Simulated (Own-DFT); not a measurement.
# Short bonds, stiff crystals?

Source: density functional calculations with Own-DFT, an unreviewed in-house program that is no longer used. Nothing was measured or relaxed, and spin and spin-orbit coupling are left out.

Known weak points (not all hold for every row): forces on such cells moved up to 12 meV/angstrom on a denser k mesh; forces not confirmed at this smearing and k mesh; k mesh not checked against a denser one; forces on such cells passed a denser k mesh, each cell not checked; stress not checked against mesh or cutoff.

All runs are PBE with PseudoDojo norm-conserving files; cutoff and k mesh are each material's own. Every cell starts from measured lattice constants and was given uniform random strains and small random moves of its atoms. Each triple is the change of volume in per cent, the rms move u in Å and the pressure in GPa.

- 2H SiC (C36Si36), 10.36 Å³/atom unstrained: (-1.94, 0.049, 10.48); (-1.05, 0.047, 7.47); (0.67, 0.048, 3.56); (1.29, 0.054, 2.83); (1.98, 0.052, 1.17); (2.30, 0.048, 0.12); (3.23, 0.047, -1.68)
- wurtzite GaN (Ga48N48), 11.42 Å³/atom unstrained: (-1.98, 0.053, 12.11); (-1.91, 0.052, 11.89); (-0.37, 0.048, 8.39); (-0.25, 0.050, 8.25); (0.97, 0.050, 6.42); (1.19, 0.054, 6.03); (3.26, 0.053, 1.72)
- diamond silicon (Si64), 20.02 Å³/atom unstrained: (-2.55, 0.048, 5.34); (-0.96, 0.052, 3.47); (-0.91, 0.051, 3.68); (-0.35, 0.053, 3.13); (0.02, 0.048, 2.49); (1.05, 0.049, 1.55); (1.30, 0.048, 1.45)
- zincblende GaAs (As32Ga32), 22.58 Å³/atom unstrained: (-3.20, 0.049, 6.77); (-1.76, 0.050, 5.73); (-1.19, 0.046, 4.90); (-0.20, 0.051, 4.17); (1.44, 0.050, 3.05); (1.50, 0.043, 2.86); (1.56, 0.055, 2.85)
- zincblende InP (In48P48), 25.27 Å³/atom unstrained: withheld
- grey tin (Sn64), 34.15 Å³/atom unstrained: (-3.63, 0.054, 6.15); (-3.26, 0.052, 5.79); (-1.45, 0.049, 4.56); (-1.03, 0.048, 4.21); (1.05, 0.052, 3.24); (1.35, 0.053, 3.16); (1.52, 0.049, 2.88)

## Analysis

Fit a line to each set against the fractional change of volume; B is minus its slope, and u is nearly the same within a set. To take it to zero pressure, assume that B rises by 4 GPa for each GPa: B0 = B - 4 x (mean pressure). The bond length of an ideal tetrahedral crystal with the unstrained volume v is d = (√3/4)(8 v)^(1/3). Cohen's empirical rule reads B0 = (1971 - 220 L) d^(-3.5) GPa, with L = 0 for group IV crystals and SiC and 1 for III-V compounds.

| material | L | d (Å) | B (GPa) | mean P (GPa) | B0 (GPa) | rule (GPa) |
|---|---|---|---|---|---|---|
| 2H SiC (C36Si36) | 0 | 1.888 | 228 ± 9 | 3.4 | 215 ± 9 | 213 |
| wurtzite GaN (Ga48N48) | 1 | 1.950 | 194 ± 6 | 7.8 | 163 ± 6 | 169 |
| diamond silicon (Si64) | 0 | 2.352 | 102 ± 4 | 3.0 | 90 ± 4 | 99 |
| zincblende GaAs (As32Ga32) | 1 | 2.448 | 82 ± 3 | 4.3 | 65 ± 3 | 76 |
| zincblende InP (In48P48) | 1 | 2.541 | ? | ? | ? | 67 |
| grey tin (Sn64) | 0 | 2.810 | 60 ± 3 | 4.3 | 43 ± 3 | 53 |

A line through ln[B0/(1971 - 220 L)] against ln d has a slope of -4.0 ± 0.1 and a scatter of 2 %. Against the rule, B0 stands at 101 % for 2H SiC, 96 % for wurtzite GaN, 91 % for diamond silicon, 85 % for zincblende GaAs, 81 % for grey tin. PBE tends to make silicon and heavier crystals too soft, and the rule itself is only a guide.

## Check

Asked: what B0 does the fitted trend give for zincblende InP (In48P48)?

The straight line predicts 57 GPa. Its own runs give B = 77 ± 4 GPa at a mean pressure of 4.4 GPa, so B0 = 59 GPa.
